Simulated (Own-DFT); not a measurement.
# Response to strain: diamond-structure GeSn with randomly placed atoms, 64 atoms (Ge60Sn4)

Calculated results; nothing here was measured. The program, named Own-DFT, is a retired in-house plane-wave density functional code that no person has reviewed. Each row is one single-point run on a periodic cell that was not relaxed, without spin or spin-orbit coupling.

Settings of every run: PBE; PseudoDojo norm-conserving scalar-relativistic files; cutoff 49 hartree; 3 x 3 x 3 k mesh centred on Gamma; Fermi-Dirac smearing of 0.1 eV.

Known limits: forces on such cells moved up to 12 meV/angstrom on a denser k mesh; stress not checked against mesh or cutoff.

Unstrained cell vectors in Å: (11.420, 0.000, 0.000); (0.000, 11.420, 0.000); (0.000, 0.000, 11.420). The unstrained cell has measured lattice constants (interpolated for alloys), not those of this functional. That, the random moves and any unrelaxed bonds set the pressure at no strain. Each run strains this cell uniformly, with the atoms carried along. Every atom was also moved at random, by a Gaussian of width 0.05 Å on each axis. The random placing of the alloy's atoms differs from row to row. Strain is the symmetric tensor, in per cent. Stress is positive in tension, and the pressure is minus a third of its trace.

```
run,e_xx (%),e_yy (%),e_zz (%),s_xx (GPa),s_yy (GPa),s_zz (GPa),P (GPa),E (meV/atom)
1,-1.50,-1.50,0.00,-7.68,-7.87,-6.66,7.40,56.4
2,2.50,2.50,0.00,-0.94,-0.95,-2.33,1.40,0.0
3,-1.75,-1.75,0.00,-8.12,-8.13,-7.20,7.82,57.6
4,0.50,0.50,0.00,-4.28,-4.16,-4.48,4.31,31.1
5,-3.00,-3.00,0.00,-11.34,-11.16,-9.44,10.65,121.1
6,-0.50,-0.50,0.00,-5.75,-5.57,-5.50,5.61,27.6
7,-2.75,-2.75,0.00,-10.34,-10.49,-8.39,9.74,87.5
8,2.25,2.25,0.00,-1.31,-1.41,-2.54,1.75,2.3
9,-0.75,-0.75,0.00,?,?,?,?,?
```

E is the free energy for each atom above the lowest run shown.

## Worked fit

The change of volume is close to e_xx + e_yy + e_zz. A straight line through the runs shown gives P = 5.26 - 81 x (fractional change of volume) GPa, with an error of 3 on the slope and a scatter of 0.37 GPa. The strain isn't the same on all axes, but the crystal is cubic, so the slope still estimates the bulk modulus, averaged over pressures from 1.4 to 10.6 GPa.

## Withheld run

Question: what pressure should run 9 give? Its volume changes by -1.49 %.

The line gives 6.5 GPa. The calculation gave 6.03 GPa.
